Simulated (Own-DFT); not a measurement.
## Calculated data, SiC (2H silicon carbide, atoms displaced)

A calculation, not a measurement: plane-wave PBE density functional theory by an unreviewed code, no spin, of a simulated periodic cell, stress positive in tension, free energy of the whole cell less one offset for each atom, forces on such cells passed a denser k mesh, this cell's mesh not checked; offsets are fitted by least squares, one for each functional and potential file, so energies compare only between cells with the same atoms and settings and are not formation energies; the far tail of each file's local potential was reset to the Coulomb form; each entry is a single point on an unrelaxed cell, so the pressure reflects the starting lattice, mostly measured values (interpolated for alloys), from which strain is counted, and rises with the displacements; printed positions are rounded, which can move forces by about a meV/angstrom; the program, named Own-DFT, is a retired in-house code; no spin-orbit coupling. Program: Own-DFT development build.

```cif
# cell vector a (Å): 6.1654 0.0000 0.0000
# cell vector b (Å): -3.0827 5.3394 0.0000
# cell vector c (Å): 0.0000 0.0000 10.0681
data_SiC
_symmetry_space_group_name_H-M 'P 1'
_symmetry_Int_Tables_number 1
_cell_length_a 6.1654
_cell_length_b 6.1654
_cell_length_c 10.0681
_cell_angle_alpha 90.000
_cell_angle_beta 90.000
_cell_angle_gamma 120.000
_cell_volume 331.44
loop_
_atom_site_label
_atom_site_type_symbol
_atom_site_fract_x
_atom_site_fract_y
_atom_site_fract_z
_atom_site_occupancy
Si1 Si 0.02227 0.98653 0.99040 1
Si2 Si 0.16515 0.33446 0.25076 1
C1 C 0.99345 0.02238 0.18895 1
C2 C 0.16708 0.31434 0.44246 1
Si3 Si 0.02130 0.01545 0.49609 1
Si4 Si 0.17747 0.33753 0.76235 1
C3 C 0.04124 0.04823 0.69240 1
C4 C 0.16432 0.30944 0.93431 1
Si5 Si 0.03330 0.51465 0.99716 1
Si6 Si 0.15826 0.83333 0.25749 1
C5 C 0.96699 0.49820 0.20511 1
C6 C 0.15999 0.85146 0.44161 1
Si7 Si 0.96840 0.49309 0.50067 1
Si8 Si 0.16548 0.83513 0.77167 1
C7 C 0.99252 0.50978 0.68707 1
C8 C 0.15831 0.81058 0.94112 1
Si9 Si 0.48291 0.98901 0.99899 1
Si10 Si 0.64548 0.32674 0.24524 1
C9 C 0.50589 0.98985 0.19072 1
C10 C 0.69216 0.34798 0.45273 1
Si11 Si 0.47652 0.99839 0.50992 1
Si12 Si 0.67883 0.34693 0.76166 1
C11 C 0.52069 0.01789 0.68364 1
C12 C 0.66712 0.31923 0.93762 1
Si13 Si 0.49780 0.50408 0.00086 1
Si14 Si 0.63437 0.79561 0.25877 1
C13 C 0.50670 0.52004 0.17961 1
C14 C 0.64976 0.83075 0.42348 1
Si15 Si 0.48700 0.48086 0.50366 1
Si16 Si 0.64798 0.87221 0.75339 1
C15 C 0.48381 0.48123 0.68485 1
C16 C 0.68048 0.85148 0.93465 1
_calc_functional 'PBE'
_calc_potential_files 'PseudoDojo norm-conserving, scalar-relativistic, standard set'
_calc_wave_cutoff 42  # hartree
_calc_occupations 'Fermi-Dirac'
_calc_smearing_width 0.1  # eV
_calc_hardware 'one NVIDIA H100'
_calc_k_mesh '5 x 5 x 3 centred on Gamma'
_calc_free_energy_of_cell_above_offsets '6.333'  # eV
_calc_pressure 12.69  # GPa
_calc_stress_xx -8.14  # GPa
_calc_stress_yy -13.73  # GPa
_calc_stress_zz -16.2  # GPa
_calc_stress_yz -1.47  # GPa
_calc_stress_xz -2.71  # GPa
_calc_stress_xy -1.02  # GPa
_calc_wall_time 119.6  # s
```

Force:
```
element  x (eV/Å)  y (eV/Å)  z (eV/Å)
     Si    -5.472     1.391     3.851
     Si    -1.447     0.722     0.839
      C     1.934    -3.489    -1.342
      C    -1.771     4.683    -2.524
     Si    -4.457    -2.747     3.103
     Si    -1.217     2.971    -3.601
      C    -1.375    -6.218    -0.844
      C     0.444     2.804     2.952
     Si    -2.354    -6.951     3.338
     Si    -0.626      1.23    -1.057
      C      4.11     1.422    -2.733
      C     2.512    -3.141    -0.416
     Si      9.75     5.361     3.128
     Si     -0.66     0.601     -7.84
      C     1.561     0.771     2.036
      C      1.58     2.517     0.648
     Si     3.465     1.573     2.114
     Si     0.406    -0.995     1.733
      C    -2.939    -0.166    -0.727
      C    -9.908    -6.274    -5.062
     Si     2.806     0.326     -3.01
     Si    -1.525     0.142     -3.14
      C    -5.736     1.781     1.106
      C    -0.579     1.627     2.172
     Si     1.517     0.191      -2.2
     Si     1.193     6.669    -2.947
      C    -0.669    -5.342     0.125
      C     0.355    -0.333     7.232
     Si      0.52     2.551    -0.067
     Si     8.434    -4.969     0.393
      C     1.022     3.121     2.021
      C    -0.876    -1.829     0.721
```
